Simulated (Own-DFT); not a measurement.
Simulation results for Si3Ge (diamond-structure random alloy, atoms displaced)

All values are calculated (Own-DFT development build). A calculation, not a measurement: plane-wave density functional theory by an unreviewed code, no spin, of a simulated periodic cell, stress positive in tension, run twice, with PBE and with PBEsol, both on files made for PBE, so the change isn't that of files made for PBEsol, forces on such cells passed a denser k mesh, this cell's mesh not checked; the far tail of each file's local potential was reset to the Coulomb form; each entry is a single point on an unrelaxed cell, so the pressure reflects the starting lattice, mostly measured values (interpolated for alloys), from which strain is counted, and rises with the displacements; printed positions are rounded, which can move forces by about a meV/angstrom; the program, named Own-DFT, is a retired in-house code; no spin-orbit coupling; stress was not checked against mesh or cutoff.

```cif
# cell vector a (Å): 10.9755 0.0000 0.0000
# cell vector b (Å): 0.0000 10.9755 0.0000
# cell vector c (Å): 0.0000 0.0000 10.9755
data_Si3Ge
_symmetry_space_group_name_H-M 'P 1'
_symmetry_Int_Tables_number 1
_cell_length_a 10.9755
_cell_length_b 10.9755
_cell_length_c 10.9755
_cell_angle_alpha 90.000
_cell_angle_beta 90.000
_cell_angle_gamma 90.000
_cell_volume 1322.13
loop_
_atom_site_label
_atom_site_type_symbol
_atom_site_fract_x
_atom_site_fract_y
_atom_site_fract_z
_atom_site_occupancy
Si1 Si 0.00206 0.00147 0.99600 1
Ge1 Ge 0.98298 0.24227 0.25316 1
Si2 Si 0.24721 0.00407 0.24239 1
Ge2 Ge 0.24246 0.25433 0.00669 1
Si3 Si 0.11725 0.13260 0.12703 1
Si4 Si 0.12675 0.37569 0.37737 1
Ge3 Ge 0.36777 0.12899 0.37969 1
Si5 Si 0.36992 0.38117 0.13383 1
Si6 Si 0.99164 0.99920 0.49691 1
Si7 Si 0.00240 0.25342 0.75308 1
Si8 Si 0.24746 0.99462 0.75451 1
Si9 Si 0.25707 0.25436 0.50052 1
Si10 Si 0.12897 0.12256 0.63210 1
Si11 Si 0.12491 0.36858 0.87560 1
Ge4 Ge 0.37511 0.11697 0.87663 1
Si12 Si 0.38165 0.37891 0.62631 1
Si13 Si 0.00129 0.49757 0.99995 1
Ge5 Ge 0.00042 0.76006 0.25049 1
Si14 Si 0.24792 0.49690 0.25269 1
Si15 Si 0.24855 0.74833 0.00337 1
Si16 Si 0.12502 0.63270 0.12531 1
Si17 Si 0.12300 0.87672 0.37231 1
Ge6 Ge 0.37045 0.63254 0.36852 1
Si18 Si 0.37343 0.87021 0.12901 1
Si19 Si 0.99771 0.50527 0.50384 1
Ge7 Ge 0.00484 0.75515 0.75067 1
Si20 Si 0.24526 0.50796 0.74365 1
Si21 Si 0.24782 0.76084 0.50070 1
Si22 Si 0.12026 0.62277 0.62210 1
Si23 Si 0.12255 0.87693 0.87035 1
Si24 Si 0.37179 0.63090 0.89137 1
Ge8 Ge 0.36838 0.87594 0.63259 1
Si25 Si 0.50291 0.00033 0.00040 1
Si26 Si 0.50013 0.24715 0.24658 1
Si27 Si 0.74712 0.00165 0.23848 1
Si28 Si 0.75438 0.25572 0.01219 1
Si29 Si 0.62165 0.12810 0.12952 1
Si30 Si 0.63265 0.37660 0.38223 1
Si31 Si 0.86795 0.12300 0.37433 1
Si32 Si 0.87257 0.37349 0.12827 1
Ge9 Ge 0.49150 0.99866 0.49845 1
Ge10 Ge 0.50598 0.24788 0.74033 1
Si33 Si 0.74073 0.99732 0.74336 1
Si34 Si 0.75843 0.25449 0.49957 1
Si35 Si 0.63030 0.12708 0.63032 1
Ge11 Ge 0.62861 0.38669 0.87112 1
Ge12 Ge 0.87205 0.12776 0.87834 1
Si36 Si 0.88622 0.37773 0.61343 1
Si37 Si 0.50240 0.49338 0.00024 1
Si38 Si 0.50549 0.74345 0.23645 1
Si39 Si 0.75737 0.49767 0.25580 1
Ge13 Ge 0.74928 0.74496 0.99115 1
Ge14 Ge 0.62083 0.63329 0.12273 1
Si40 Si 0.63265 0.87501 0.37729 1
Si41 Si 0.87185 0.62240 0.36916 1
Ge15 Ge 0.87453 0.87354 0.12313 1
Si42 Si 0.49134 0.49801 0.49414 1
Si43 Si 0.49746 0.73867 0.75083 1
Si44 Si 0.75117 0.49688 0.74414 1
Si45 Si 0.74541 0.75513 0.50207 1
Si46 Si 0.63439 0.61428 0.62235 1
Ge16 Ge 0.62270 0.87050 0.86768 1
Si47 Si 0.86701 0.62373 0.87456 1
Si48 Si 0.87321 0.86929 0.62936 1
_calc_functional 'PBE, then PBEsol'
_calc_potential_files 'PseudoDojo norm-conserving, scalar-relativistic, standard set'
_calc_wave_cutoff 42  # hartree
_calc_occupations 'Fermi-Dirac'
_calc_smearing_width 0.1  # eV
_calc_k_mesh '3 x 3 x 3 centred on Gamma'
_calc_PBE_pressure 2.92  # GPa
_calc_PBE_stress_xx -2.94  # GPa
_calc_PBE_stress_yy -2.93  # GPa
_calc_PBE_stress_zz -2.91  # GPa
_calc_PBE_stress_yz -0.1  # GPa
_calc_PBE_stress_xz 0.3  # GPa
_calc_PBE_stress_xy 0.86  # GPa
_calc_PBEsol_pressure 1.14  # GPa
_calc_PBEsol_stress_xx -1.16  # GPa
_calc_PBEsol_stress_yy -1.15  # GPa
_calc_PBEsol_stress_zz -1.13  # GPa
_calc_PBEsol_stress_yz -0.09  # GPa
_calc_PBEsol_stress_xz 0.29  # GPa
_calc_PBEsol_stress_xy 0.86  # GPa
_calc_rms_change_of_force_components_from_PBE_to_PBEsol 0.048  # eV/angstrom
```

Force:
```tsv
force element	PBE force x (eV/Å)	PBE force y (eV/Å)	PBE force z (eV/Å)	PBEsol force x (eV/Å)	PBEsol force y (eV/Å)	PBEsol force z (eV/Å)
Si	0.171	0.041	0.424	0.08	0.045	0.416
Ge	1.782	1.211	0.15	1.735	1.181	0.138
Si	-0.282	-0.244	0.581	-0.235	-0.196	0.607
Ge	1.162	-0.275	-0.086	1.156	-0.296	-0.11
Si	-0.033	-1.273	-0.179	-0.042	-1.151	-0.171
Si	-0.787	-0.303	0.246	-0.82	-0.339	0.216
Ge	0.489	-0.369	-1.621	0.52	-0.409	-1.537
Si	1.162	-0.804	-0.865	1.113	-0.836	-0.895
Si	0.73	-0.026	0.708	0.72	-0.027	0.703
Si	-0.282	-0.45	-0.808	-0.335	-0.493	-0.76
Si	-0.335	0.801	-0.015	-0.22	0.793	-0.029
Si	-1.38	0.497	1.303	-1.309	0.432	1.239
Si	-0.527	0.379	-0.973	-0.516	0.37	-0.967
Si	-0.041	1.77	-0.616	0.028	1.7	-0.548
Ge	-0.139	1.003	0.03	-0.134	1.029	0.024
Si	-1.116	0.201	-0.164	-1.052	0.148	-0.09
Si	-0.271	0.354	0.035	-0.262	0.349	0.037
Ge	-0.1	-1.66	0.325	-0.148	-1.58	0.26
Si	-0.873	1.075	-0.141	-0.833	1.123	-0.096
Si	-0.579	1.357	-0.045	-0.592	1.365	-0.046
Si	-0.282	-1.381	0.137	-0.329	-1.317	0.194
Si	0.511	1.282	0.583	0.455	1.225	0.517
Ge	0.272	-0.11	0.397	0.266	-0.112	0.387
Si	0.286	0.858	-0.654	0.282	0.848	-0.639
Si	0.624	0.25	-1.868	0.616	0.262	-1.868
Ge	-0.936	-1.396	0.047	-0.914	-1.36	0.041
Si	0.841	-0.852	1.433	0.836	-0.84	1.416
Si	-0.715	-1.087	-0.223	-0.615	-1.067	-0.201
Si	0.703	1.145	-0.306	0.655	1.192	-0.261
Si	0.722	-0.02	1.625	0.657	-0.09	1.559
Si	0.566	-1.456	-1.742	0.568	-1.444	-1.706
Ge	0.923	-0.824	-0.055	0.942	-0.76	-0.093
Si	-0.018	-0.719	0.678	-0.02	-0.714	0.58
Si	-0.188	1.102	1.221	-0.236	1.056	1.257
Si	-0.036	-0.125	1.538	0.023	-0.18	1.458
Si	-1.35	-0.519	-1.164	-1.337	-0.536	-1.24
Si	0.148	-0.132	-1.224	0.146	-0.131	-1.223
Si	-1.08	-0.205	-0.885	-1.075	-0.199	-0.869
Si	-0.78	-1.039	0.491	-0.728	-0.985	0.424
Si	0.71	1.253	-0.015	0.767	1.201	0.039
Ge	1.518	0.074	0.422	1.394	0.083	0.416
Ge	-0.753	0.555	1.588	-0.738	0.55	1.608
Si	1.47	-0.014	0.72	1.448	-0.049	0.803
Si	-0.653	-0.725	0.446	-0.644	-0.718	0.448
Si	0.188	-0.285	-2.271	0.084	-0.249	-2.236
Ge	0.055	-1.877	0.581	0.03	-1.86	0.54
Ge	-0.393	-0.192	-0.577	-0.385	-0.185	-0.557
Si	-0.812	-0.778	1.914	-0.803	-0.777	1.901
Si	-1.227	1.009	0.692	-1.107	0.98	0.662
Si	-1.342	2.404	2.884	-1.293	2.274	2.831
Si	-1.376	-0.008	-0.917	-1.403	0.013	-0.956
Ge	-0.028	0.871	0.696	-0.089	0.893	0.725
Ge	1.729	-3.019	-0.902	1.743	-2.915	-0.944
Si	-1.289	0.25	-1.322	-1.32	0.294	-1.278
Si	0.62	1.212	1.342	0.656	1.262	1.294
Ge	-0.19	0.745	-1.085	-0.171	0.649	-1.044
Si	1.333	0.531	0.202	1.262	0.58	0.138
Si	0.018	-0.292	-0.273	0.029	-0.217	-0.28
Si	1.601	0.167	-0.365	1.537	0.089	-0.308
Si	0.922	-1.317	0.013	0.914	-1.303	0.021
Si	-1.871	0.905	-0.62	-1.85	0.889	-0.623
Ge	-0.629	0.475	0.168	-0.574	0.425	0.21
Si	1.722	-1.105	-0.806	1.681	-1.001	-0.775
Si	-0.28	1.104	-0.833	-0.212	1.037	-0.757
```
